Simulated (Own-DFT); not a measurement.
# Computed records: SiC (3C silicon carbide, strained, atoms displaced)

Computed with Own-DFT development build. A calculation, not a measurement: plane-wave PBE density functional theory by an unreviewed code, no spin, of a simulated periodic cell, stress positive in tension, free energy of the whole cell less one offset for each atom, forces on such cells passed a denser k mesh, this cell's mesh not checked; offsets are fitted by least squares, one for each functional and potential file, so energies compare only between cells with the same atoms and settings and are not formation energies; the far tail of each file's local potential was reset to the Coulomb form; each entry is a single point on an unrelaxed cell, so the pressure reflects the starting lattice, mostly measured values (interpolated for alloys), from which strain is counted, and rises with the displacements; printed positions are rounded, which can move forces by about a meV/angstrom; the program, named Own-DFT, is a retired in-house code; no spin-orbit coupling.

Common to all runs: functional PBE; potential files PseudoDojo norm-conserving, scalar-relativistic, standard set; wave cutoff 42 hartree; occupations Fermi-Dirac; smearing width 0.1 eV; k mesh 4 x 4 x 4 centred on Gamma.

(1) SiC (3C silicon carbide, strained, atoms displaced)

```cif
# cell vector a (Å): 8.6177 -0.1383 0.0628
# cell vector b (Å): -0.1383 8.5863 0.0725
# cell vector c (Å): 0.0628 0.0725 8.5458
data_SiC
_symmetry_space_group_name_H-M 'P 1'
_symmetry_Int_Tables_number 1
_cell_length_a 8.6190
_cell_length_b 8.5877
_cell_length_c 8.5463
_cell_angle_alpha 89.037
_cell_angle_beta 89.169
_cell_angle_gamma 91.839
_cell_volume 632.10
loop_
_atom_site_label
_atom_site_type_symbol
_atom_site_fract_x
_atom_site_fract_y
_atom_site_fract_z
_atom_site_occupancy
Si1 Si 0.00503 0.99055 0.99943 1
Si2 Si 0.00555 0.24721 0.24942 1
Si3 Si 0.24709 0.99109 0.24969 1
Si4 Si 0.24949 0.25264 0.00589 1
C1 C 0.12712 0.12715 0.13404 1
C2 C 0.13037 0.35441 0.36872 1
C3 C 0.37153 0.12459 0.37928 1
C4 C 0.36858 0.36827 0.12265 1
Si5 Si 0.99965 0.99989 0.49732 1
Si6 Si 0.00124 0.26631 0.75163 1
Si7 Si 0.24917 0.00430 0.75311 1
Si8 Si 0.24838 0.24544 0.50549 1
C5 C 0.13109 0.11408 0.63401 1
C6 C 0.11597 0.38830 0.86924 1
C7 C 0.36850 0.12640 0.88752 1
C8 C 0.37117 0.38309 0.62783 1
Si9 Si 0.99378 0.50050 0.99890 1
Si10 Si 0.98893 0.75550 0.24244 1
Si11 Si 0.24832 0.49145 0.25535 1
Si12 Si 0.25404 0.74850 0.98044 1
C9 C 0.12911 0.61507 0.12108 1
C10 C 0.13047 0.87481 0.38133 1
C11 C 0.38167 0.63164 0.37841 1
C12 C 0.38093 0.87526 0.12602 1
Si13 Si 0.99419 0.49190 0.50930 1
Si14 Si 0.00354 0.74240 0.73646 1
Si15 Si 0.25554 0.50292 0.75497 1
Si16 Si 0.24913 0.75483 0.50129 1
C13 C 0.11775 0.61698 0.62932 1
C14 C 0.13155 0.87537 0.87436 1
C15 C 0.37556 0.62000 0.88710 1
C16 C 0.37023 0.87684 0.62036 1
Si17 Si 0.49965 0.00207 0.00064 1
Si18 Si 0.50616 0.25211 0.24378 1
Si19 Si 0.75621 0.00087 0.24688 1
Si20 Si 0.75238 0.25017 0.00281 1
C17 C 0.62006 0.11860 0.12187 1
C18 C 0.63226 0.38114 0.37018 1
C19 C 0.87745 0.11753 0.37690 1
C20 C 0.87838 0.37327 0.12007 1
Si21 Si 0.50674 0.00229 0.50180 1
Si22 Si 0.51095 0.25738 0.74500 1
Si23 Si 0.76620 0.99579 0.74385 1
Si24 Si 0.76062 0.24407 0.49323 1
C21 C 0.62929 0.12861 0.62298 1
C22 C 0.62475 0.38108 0.85943 1
C23 C 0.87487 0.12703 0.86977 1
C24 C 0.88315 0.38591 0.62019 1
Si25 Si 0.50666 0.50156 0.99016 1
Si26 Si 0.50087 0.75790 0.25135 1
Si27 Si 0.74328 0.50128 0.24800 1
Si28 Si 0.75285 0.75114 0.00441 1
C25 C 0.61936 0.62330 0.12430 1
C26 C 0.62540 0.88043 0.37176 1
C27 C 0.86387 0.63248 0.38072 1
C28 C 0.86743 0.87685 0.13593 1
Si29 Si 0.49876 0.50041 0.50517 1
Si30 Si 0.49304 0.74983 0.75516 1
Si31 Si 0.74120 0.49727 0.75060 1
Si32 Si 0.75200 0.73842 0.50213 1
C29 C 0.62066 0.62531 0.61974 1
C30 C 0.62719 0.88008 0.87752 1
C31 C 0.87670 0.62615 0.87655 1
C32 C 0.87412 0.86879 0.61344 1
```

- free energy of cell above offsets: -1.083 eV
- pressure: 18.29 GPa
- stress xx: -17.39 GPa
- stress yy: -18.43 GPa
- stress zz: -19.06 GPa
- stress yz: 4.54 GPa
- stress xz: 5.26 GPa
- stress xy: -9.52 GPa

Force:
```
element  x (eV/Å)  y (eV/Å)  z (eV/Å)
     Si    -0.463     2.268     0.305
     Si    -1.835     -0.47    -0.729
     Si     1.859     1.831         0
     Si    -1.565    -0.375    -1.767
      C    -0.734    -2.139    -1.874
      C    -1.042      3.07     2.975
      C      1.45     -0.03    -0.499
      C     2.859     2.199     0.682
     Si     1.716    -0.538     0.585
     Si     0.093    -3.016    -0.904
     Si     2.147    -0.508     0.211
     Si     1.019    -0.372    -0.307
      C    -2.969       2.9    -1.379
      C      2.01    -1.551     2.097
      C     1.584     0.518    -2.375
      C     0.331    -1.957     0.157
     Si     1.587     0.963    -0.298
     Si       3.2    -2.384     2.487
     Si     1.332     1.889    -0.944
     Si    -0.732     0.342     5.247
      C    -1.121     1.922     0.534
      C    -2.585    -0.598    -1.305
      C    -1.801    -1.605     0.172
      C    -1.942    -0.635    -0.902
     Si     4.374     4.396    -6.403
     Si    -1.277     1.862     2.368
     Si     -1.23     0.104    -0.712
     Si     0.028    -2.036    -0.291
      C     2.998     0.359    -1.538
      C    -1.943    -1.301    -0.805
      C       0.6     0.238    -3.101
      C     1.048     0.134     2.488
     Si    -0.326    -0.385    -0.937
     Si     -1.62     -0.66     1.281
     Si    -2.532     1.005     1.221
     Si    -0.647    -0.747    -1.431
      C     2.161     1.861     0.911
      C    -1.899    -2.641     2.089
      C     0.386     1.265    -0.984
      C    -1.247    -0.355     2.092
     Si    -1.135       0.1    -1.125
     Si    -3.216    -2.261    -0.152
     Si     -2.56     0.452     0.346
     Si    -1.201     1.955     0.474
      C     0.727    -0.506     0.614
      C    -0.596    -2.227     4.892
      C     1.076    -0.059     1.118
      C    -5.667    -5.355     4.079
     Si    -1.059    -1.264     2.412
     Si     0.166    -0.956    -0.467
     Si     2.332     1.392    -1.008
     Si    -1.054    -0.113    -1.163
      C     0.766      0.39    -0.057
      C     0.797    -0.808     1.184
      C     3.075    -3.221    -2.591
      C     1.491    -0.175    -3.405
     Si     0.215     0.358    -2.393
     Si      1.52     0.908    -1.288
     Si      3.85     3.693    -2.772
     Si     -2.34     3.573    -0.605
      C    -0.159    -0.319     2.854
      C     0.156    -0.816    -0.709
      C    -1.282     0.416    -0.476
      C     0.828     0.017     1.821
```

(2) SiC (3C silicon carbide, strained, atoms displaced)

```cif
# cell vector a (Å): 8.6236 -0.0981 0.1147
# cell vector b (Å): -0.0981 8.7330 -0.1224
# cell vector c (Å): 0.1147 -0.1224 8.6884
data_SiC
_symmetry_space_group_name_H-M 'P 1'
_symmetry_Int_Tables_number 1
_cell_length_a 8.6249
_cell_length_b 8.7344
_cell_length_c 8.6900
_cell_angle_alpha 91.618
_cell_angle_beta 88.473
_cell_angle_gamma 91.306
_cell_volume 654.00
loop_
_atom_site_label
_atom_site_type_symbol
_atom_site_fract_x
_atom_site_fract_y
_atom_site_fract_z
_atom_site_occupancy
Si1 Si 0.00806 0.00183 0.00575 1
Si2 Si 0.99687 0.25060 0.24558 1
Si3 Si 0.25071 0.00347 0.24654 1
Si4 Si 0.24421 0.25034 0.00270 1
C1 C 0.12761 0.12136 0.13062 1
C2 C 0.12037 0.37372 0.37637 1
C3 C 0.38060 0.12834 0.36989 1
C4 C 0.37843 0.37262 0.12261 1
Si5 Si 0.99859 0.99647 0.49824 1
Si6 Si 0.99764 0.24636 0.74715 1
Si7 Si 0.25224 0.99047 0.75826 1
Si8 Si 0.24574 0.25511 0.51215 1
C5 C 0.12778 0.12350 0.61923 1
C6 C 0.12725 0.37264 0.88617 1
C7 C 0.37630 0.12154 0.87509 1
C8 C 0.38112 0.36967 0.61447 1
Si9 Si 0.99887 0.50204 0.99474 1
Si10 Si 0.99265 0.76158 0.25809 1
Si11 Si 0.24567 0.50381 0.25257 1
Si12 Si 0.25960 0.74415 0.00305 1
C9 C 0.12095 0.62715 0.12380 1
C10 C 0.12754 0.87757 0.37344 1
C11 C 0.38478 0.62683 0.36513 1
C12 C 0.37068 0.87624 0.13419 1
Si13 Si 0.99554 0.49945 0.49292 1
Si14 Si 0.00142 0.74991 0.75431 1
Si15 Si 0.26585 0.50706 0.74346 1
Si16 Si 0.23792 0.75154 0.50428 1
C13 C 0.12487 0.62575 0.62368 1
C14 C 0.12115 0.88105 0.86919 1
C15 C 0.37711 0.62215 0.86713 1
C16 C 0.37266 0.87620 0.61864 1
Si17 Si 0.49452 0.00756 0.00198 1
Si18 Si 0.51041 0.25797 0.26128 1
Si19 Si 0.74749 0.00564 0.24727 1
Si20 Si 0.75047 0.25890 0.00533 1
C17 C 0.62139 0.12837 0.11935 1
C18 C 0.63171 0.37121 0.37492 1
C19 C 0.87229 0.12754 0.38034 1
C20 C 0.87592 0.38784 0.13053 1
Si21 Si 0.49636 0.99499 0.50909 1
Si22 Si 0.49614 0.24993 0.76086 1
Si23 Si 0.74500 0.99708 0.75179 1
Si24 Si 0.75001 0.24890 0.49392 1
C21 C 0.62695 0.11657 0.62556 1
C22 C 0.62077 0.36927 0.87527 1
C23 C 0.89064 0.13265 0.87355 1
C24 C 0.87741 0.37692 0.61099 1
Si25 Si 0.49683 0.49107 0.00306 1
Si26 Si 0.49936 0.76106 0.25456 1
Si27 Si 0.75599 0.49407 0.24271 1
Si28 Si 0.75236 0.74612 0.99464 1
C25 C 0.63039 0.62276 0.12517 1
C26 C 0.62022 0.86978 0.38776 1
C27 C 0.87345 0.62576 0.37394 1
C28 C 0.87898 0.87936 0.12004 1
Si29 Si 0.49712 0.49014 0.50300 1
Si30 Si 0.50496 0.74998 0.73962 1
Si31 Si 0.74631 0.50518 0.74711 1
Si32 Si 0.75394 0.75667 0.50180 1
C29 C 0.62774 0.62678 0.63110 1
C30 C 0.62479 0.89077 0.87012 1
C31 C 0.87665 0.62120 0.87485 1
C32 C 0.87388 0.86579 0.62105 1
```

- free energy of cell above offsets: -3.896 eV
- pressure: 9.07 GPa
- stress xx: -11.1 GPa
- stress yy: -7.54 GPa
- stress zz: -8.57 GPa
- stress yz: -6.45 GPa
- stress xz: 7.41 GPa
- stress xy: -7.91 GPa

Force:
```
element  x (eV/Å)  y (eV/Å)  z (eV/Å)
     Si    -1.184     0.494    -1.673
     Si     0.311     0.115     1.211
     Si     0.107     0.681     2.054
     Si      1.31    -0.274     0.146
      C    -0.255      0.96    -0.377
      C     1.067     0.068    -0.333
      C    -0.739    -0.332     1.772
      C    -1.182    -0.357      1.79
     Si     0.115     0.971     0.352
     Si     1.769     2.066    -1.193
     Si     0.189     2.211    -2.542
     Si     0.035      -1.6    -3.955
      C    -0.567    -0.867     1.896
      C     0.121     0.556    -2.914
      C    -1.567     0.338     0.847
      C    -0.608     0.126     3.879
     Si     0.772     0.385     0.955
     Si     0.847    -1.607    -2.047
     Si     0.606    -0.413    -0.937
     Si    -1.712      0.52    -0.436
      C     0.242     0.337     0.555
      C    -0.384     0.117     0.484
      C    -2.146    -1.008     2.647
      C     1.594     -0.24    -2.196
     Si     0.633     1.209     0.282
     Si    -0.539    -0.257    -1.234
     Si    -3.385    -2.001    -0.177
     Si     2.345     0.092    -2.083
      C    -0.261    -1.134     0.748
      C     0.647    -1.961     2.281
      C     1.938     1.433     1.852
      C    -0.868    -1.762     2.144
     Si     0.365    -1.072    -0.089
     Si    -2.685    -1.898    -2.916
     Si    -0.408    -0.788     0.404
     Si     0.583    -1.232    -1.507
      C     1.183     0.424      1.65
      C      0.79     1.805     0.965
      C      0.98    -1.292    -2.028
      C     1.965    -3.746    -2.605
     Si      0.46     2.219    -2.289
     Si     0.859    -1.279    -2.888
     Si     2.977     2.309    -1.462
     Si    -0.774    -0.034     2.008
      C    -0.274     1.899     0.578
      C     1.528      1.47     0.301
      C     -3.21    -1.998     1.955
      C    -1.191    -0.525      2.85
     Si     0.922     2.136    -0.622
     Si     1.023    -1.744    -0.961
     Si    -2.713     3.705     3.078
     Si    -0.757     1.356     0.803
      C    -0.981     0.471    -0.324
      C     1.414     1.429    -1.645
      C    -0.181     0.228     0.109
      C    -1.162    -0.465     0.983
     Si     2.266      3.18    -2.377
     Si     -1.26     1.574     1.767
     Si     0.737    -1.752     -0.08
     Si    -1.748    -2.671    -1.264
      C     0.084    -1.031     -2.01
      C    -1.542    -3.848     2.168
      C    -0.007     0.201    -0.617
      C     1.503     2.103     2.267
```

(3) SiC (3C silicon carbide, strained, atoms displaced)

```cif
# cell vector a (Å): 8.7893 -0.0836 -0.1504
# cell vector b (Å): -0.0836 8.8440 -0.1495
# cell vector c (Å): -0.1504 -0.1495 8.6466
data_SiC
_symmetry_space_group_name_H-M 'P 1'
_symmetry_Int_Tables_number 1
_cell_length_a 8.7910
_cell_length_b 8.8457
_cell_length_c 8.6492
_cell_angle_alpha 91.949
_cell_angle_beta 91.967
_cell_angle_gamma 91.070
_cell_volume 671.66
loop_
_atom_site_label
_atom_site_type_symbol
_atom_site_fract_x
_atom_site_fract_y
_atom_site_fract_z
_atom_site_occupancy
Si1 Si 0.00082 0.99409 0.98809 1
Si2 Si 0.99345 0.25367 0.26167 1
Si3 Si 0.25592 0.00083 0.25269 1
Si4 Si 0.23578 0.25111 0.99621 1
C1 C 0.11708 0.12885 0.12284 1
C2 C 0.12578 0.36749 0.37482 1
C3 C 0.37257 0.14292 0.37966 1
C4 C 0.37772 0.37806 0.12375 1
Si5 Si 0.00232 0.00463 0.49721 1
Si6 Si 0.00244 0.25087 0.75029 1
Si7 Si 0.24708 0.99873 0.74240 1
Si8 Si 0.25635 0.26020 0.49685 1
C5 C 0.12359 0.12403 0.62524 1
C6 C 0.11516 0.37722 0.87546 1
C7 C 0.36926 0.12390 0.87398 1
C8 C 0.37066 0.37191 0.62823 1
Si9 Si 0.00171 0.50345 0.00466 1
Si10 Si 0.00289 0.74058 0.24854 1
Si11 Si 0.25641 0.50351 0.24926 1
Si12 Si 0.26127 0.74560 0.00459 1
C9 C 0.13097 0.62331 0.12442 1
C10 C 0.12485 0.88255 0.36996 1
C11 C 0.37162 0.61724 0.38081 1
C12 C 0.37654 0.87487 0.12945 1
Si13 Si 0.00868 0.51259 0.50733 1
Si14 Si 0.00222 0.74568 0.75166 1
Si15 Si 0.25221 0.49879 0.75557 1
Si16 Si 0.24960 0.75756 0.49589 1
C13 C 0.11969 0.61689 0.61741 1
C14 C 0.12230 0.88321 0.88225 1
C15 C 0.37272 0.63291 0.88118 1
C16 C 0.37239 0.87104 0.62170 1
Si17 Si 0.49410 0.99858 0.00519 1
Si18 Si 0.50173 0.24878 0.23789 1
Si19 Si 0.74356 0.99146 0.24239 1
Si20 Si 0.75034 0.24394 0.00585 1
C17 C 0.62369 0.12946 0.12884 1
C18 C 0.60960 0.38132 0.38067 1
C19 C 0.87220 0.12409 0.37010 1
C20 C 0.87765 0.38072 0.12650 1
Si21 Si 0.49994 0.00213 0.50111 1
Si22 Si 0.50832 0.24671 0.74262 1
Si23 Si 0.74462 0.00484 0.75229 1
Si24 Si 0.76116 0.26134 0.50064 1
C21 C 0.61107 0.12872 0.62631 1
C22 C 0.62344 0.38026 0.87263 1
C23 C 0.87364 0.12723 0.86746 1
C24 C 0.87199 0.37362 0.63398 1
Si25 Si 0.49613 0.50054 0.00249 1
Si26 Si 0.49724 0.74534 0.25244 1
Si27 Si 0.75926 0.49935 0.25453 1
Si28 Si 0.74720 0.75608 0.98972 1
C25 C 0.61636 0.61811 0.11302 1
C26 C 0.62689 0.86754 0.37714 1
C27 C 0.87736 0.61796 0.38056 1
C28 C 0.87617 0.87982 0.12707 1
Si29 Si 0.49846 0.49556 0.50078 1
Si30 Si 0.49251 0.74587 0.74429 1
Si31 Si 0.74801 0.49467 0.75283 1
Si32 Si 0.74338 0.74455 0.49917 1
C29 C 0.62477 0.61643 0.63219 1
C30 C 0.62057 0.87177 0.86549 1
C31 C 0.86458 0.63267 0.87955 1
C32 C 0.86660 0.88667 0.61975 1
```

- free energy of cell above offsets: -3.458 eV
- pressure: 3.35 GPa
- stress xx: -2.65 GPa
- stress yy: -0.62 GPa
- stress zz: -6.79 GPa
- stress yz: -11.6 GPa
- stress xz: -9.22 GPa
- stress xy: -5.12 GPa

Force:
```
element  x (eV/Å)  y (eV/Å)  z (eV/Å)
     Si    -1.751      2.55     2.907
     Si     0.423    -1.295    -2.812
     Si     -1.55     1.593    -0.688
     Si     1.582    -0.472      0.79
      C     0.529    -0.481     0.476
      C     0.445     3.103     0.883
      C     1.713    -3.243    -1.822
      C    -1.079    -0.518    -0.721
     Si    -1.567     -0.57    -0.251
     Si    -1.196    -0.875    -0.797
     Si    -0.058     0.176     1.313
     Si    -2.461    -1.542     0.694
      C     0.864     1.201    -0.289
      C     1.502      1.11     0.267
      C     0.696     0.396      0.19
      C     1.493     1.725      1.12
     Si    -1.529    -0.255    -1.084
     Si    -0.668     1.767     0.121
     Si    -1.461    -2.323    -0.226
     Si     -3.02     1.798     -0.03
      C     0.392     0.609     0.481
      C     0.255    -1.268      0.55
      C     0.769      2.36     0.253
      C     0.553     0.247     0.791
     Si    -4.449    -6.456    -4.201
     Si    -1.329     1.214    -0.245
     Si    -0.895    -0.243    -0.718
     Si    -1.121    -1.876    -0.685
      C      5.14       5.4     5.244
      C     2.576    -3.329    -2.471
      C     0.678    -1.615    -1.609
      C     0.544     1.058     0.428
     Si     0.143      0.27    -1.869
     Si    -1.363     1.568     2.654
     Si     0.812     1.015     1.626
     Si     0.254     1.625    -1.467
      C     0.595    -1.827    -0.948
      C     3.908    -1.623    -1.983
      C    -0.533     0.406     0.939
      C    -0.153    -0.914     0.509
     Si    -0.786    -0.261    -1.022
     Si    -3.229     1.638     2.652
     Si    -0.678    -0.585    -1.591
     Si    -3.292    -2.137    -1.237
      C     4.088    -1.211    -1.121
      C    -0.031    -1.423     1.032
      C     0.247     0.017     1.698
      C     2.053     1.554    -0.254
     Si      -0.6    -1.772     -2.11
     Si     0.369    -0.866    -0.539
     Si    -3.253    -0.464    -1.315
     Si     -1.05    -0.384     1.908
      C     3.009     2.971     3.255
      C    -0.994     1.124    -0.605
      C     0.526     1.994    -0.007
      C    -0.151    -1.522    -1.171
     Si    -1.222     0.705     1.445
     Si     0.851    -0.108     0.443
     Si     0.082     0.745     0.579
     Si     1.175     0.234      1.21
      C    -0.491     1.129    -1.157
      C    -0.157     1.481     1.304
      C     2.721    -1.624    -1.036
      C     1.131      -1.7     0.317
```

(4) SiC (3C silicon carbide, strained, atoms displaced)

```cif
# cell vector a (Å): 8.6307 0.0806 0.0295
# cell vector b (Å): 0.0806 8.5789 0.0780
# cell vector c (Å): 0.0295 0.0780 8.7076
data_SiC
_symmetry_space_group_name_H-M 'P 1'
_symmetry_Int_Tables_number 1
_cell_length_a 8.6311
_cell_length_b 8.5796
_cell_length_c 8.7080
_cell_angle_alpha 88.964
_cell_angle_beta 89.605
_cell_angle_gamma 88.925
_cell_volume 644.61
loop_
_atom_site_label
_atom_site_type_symbol
_atom_site_fract_x
_atom_site_fract_y
_atom_site_fract_z
_atom_site_occupancy
Si1 Si 0.99480 0.99037 0.00510 1
Si2 Si 0.00896 0.25659 0.25037 1
Si3 Si 0.24571 0.01107 0.23807 1
Si4 Si 0.24675 0.26063 0.00351 1
C1 C 0.11648 0.13021 0.12838 1
C2 C 0.12902 0.37848 0.37414 1
C3 C 0.37988 0.12893 0.37473 1
C4 C 0.37044 0.38210 0.12596 1
Si5 Si 0.99735 0.00630 0.49586 1
Si6 Si 0.99329 0.24151 0.74936 1
Si7 Si 0.25638 0.00543 0.74650 1
Si8 Si 0.25451 0.24041 0.50730 1
C5 C 0.12565 0.12390 0.63057 1
C6 C 0.11874 0.38017 0.87296 1
C7 C 0.36792 0.12979 0.88662 1
C8 C 0.36942 0.37905 0.62640 1
Si9 Si 0.99584 0.48991 0.99334 1
Si10 Si 0.99510 0.73225 0.25389 1
Si11 Si 0.24436 0.50112 0.25529 1
Si12 Si 0.24874 0.74825 0.99750 1
C9 C 0.11830 0.62899 0.12858 1
C10 C 0.11768 0.86934 0.38302 1
C11 C 0.36635 0.63108 0.38453 1
C12 C 0.37351 0.87522 0.12911 1
Si13 Si 0.99656 0.49967 0.50666 1
Si14 Si 0.00196 0.75537 0.75171 1
Si15 Si 0.25607 0.50438 0.75643 1
Si16 Si 0.25293 0.74802 0.49676 1
C13 C 0.11723 0.62972 0.62646 1
C14 C 0.12353 0.87215 0.87786 1
C15 C 0.37691 0.62626 0.88848 1
C16 C 0.37714 0.87178 0.61761 1
Si17 Si 0.49482 0.99405 0.99207 1
Si18 Si 0.49344 0.26476 0.25499 1
Si19 Si 0.74281 0.99702 0.24867 1
Si20 Si 0.75066 0.25335 0.00203 1
C17 C 0.62286 0.13440 0.12177 1
C18 C 0.62882 0.38162 0.37595 1
C19 C 0.87300 0.13500 0.37798 1
C20 C 0.86732 0.37871 0.11591 1
Si21 Si 0.50153 0.00052 0.49890 1
Si22 Si 0.49226 0.24415 0.73188 1
Si23 Si 0.74657 0.99113 0.74932 1
Si24 Si 0.74251 0.25287 0.50096 1
C21 C 0.62637 0.12544 0.61362 1
C22 C 0.62049 0.38669 0.87353 1
C23 C 0.86697 0.12039 0.87145 1
C24 C 0.87815 0.36904 0.63891 1
Si25 Si 0.50292 0.49568 0.99985 1
Si26 Si 0.49892 0.74121 0.26002 1
Si27 Si 0.74914 0.50518 0.24270 1
Si28 Si 0.75252 0.74979 0.00958 1
C25 C 0.63217 0.62572 0.11750 1
C26 C 0.62593 0.87560 0.37467 1
C27 C 0.87475 0.62142 0.37689 1
C28 C 0.87238 0.87557 0.12414 1
Si29 Si 0.49639 0.50407 0.50553 1
Si30 Si 0.50845 0.74377 0.74351 1
Si31 Si 0.74073 0.49999 0.75468 1
Si32 Si 0.75926 0.75685 0.49874 1
C29 C 0.62248 0.62276 0.62192 1
C30 C 0.62676 0.87882 0.87771 1
C31 C 0.87492 0.63384 0.87126 1
C32 C 0.87651 0.87009 0.63335 1
```

* free energy of cell above offsets: -4.629 eV
* pressure: 11.9 GPa
* stress xx: -12.55 GPa
* stress yy: -13.66 GPa
* stress zz: -9.5 GPa
* stress yz: 4.67 GPa
* stress xz: 3.95 GPa
* stress xy: 5.95 GPa

Force:
```
element  x (eV/Å)  y (eV/Å)  z (eV/Å)
     Si      0.64     2.064    -1.312
     Si    -2.946     0.406     0.649
     Si     0.805    -2.346     3.004
     Si    -0.744    -0.654    -0.253
      C     0.532    -0.155      -2.2
      C    -0.838    -1.172     1.793
      C     -1.12    -0.453    -0.178
      C     0.076      0.21     0.424
     Si     0.233    -1.086     1.165
     Si     1.541     0.191      1.73
     Si    -0.786    -1.714     1.684
     Si    -1.148     1.977    -1.224
      C    -0.397    -0.095    -1.251
      C     1.479     -1.81    -0.672
      C     0.677    -0.239    -2.922
      C      0.14    -0.435    -0.714
     Si    -0.448     3.472     0.709
     Si     0.692     4.125    -0.036
     Si     0.731     1.525    -0.951
     Si    -0.417     0.724     2.099
      C     1.108    -2.131    -1.566
      C     0.452     1.116    -2.205
      C     2.216    -2.965    -2.429
      C     0.098    -0.569     -0.63
     Si     0.622     -0.73     0.352
     Si     0.307    -1.072     0.712
     Si     -1.98     0.468    -0.176
     Si    -3.029      2.02     2.389
      C     2.137    -0.759    -0.036
      C     0.743     1.139    -0.741
      C     0.457    -0.236    -2.819
      C     0.283     0.578     1.398
     Si     0.673     1.489      2.43
     Si     1.742    -1.681    -0.798
     Si     1.036     2.147    -0.477
     Si    -1.135    -0.732    -1.522
      C    -1.047    -1.144     0.763
      C    -1.646     0.783    -0.288
      C    -0.092    -0.741    -1.056
      C     1.597    -0.559     1.902
     Si    -0.082    -0.474    -0.865
     Si     1.199     0.757      3.78
     Si     0.457     1.771     0.026
     Si     2.543      0.88    -0.184
      C    -1.117    -1.287     1.898
      C    -0.211    -3.604    -0.342
      C     0.648    -0.198     0.935
      C    -2.414     1.626    -2.691
     Si    -0.557      1.33     0.988
     Si     0.205     1.624    -1.732
     Si     0.636    -1.002     1.436
     Si     0.607     1.009    -2.831
      C    -2.849    -0.466     2.006
      C    -0.217    -0.823      0.31
      C    -1.302    -0.831     0.326
      C    -0.311    -1.187     2.132
     Si     0.368    -0.444    -1.045
     Si    -1.567     1.642     2.157
     Si     2.697      1.07    -0.737
     Si    -1.105    -1.151     0.578
      C     1.382      0.21    -0.644
      C    -0.817    -1.862    -0.817
      C    -0.751    -1.395     0.844
      C    -0.685     1.847    -2.272
```
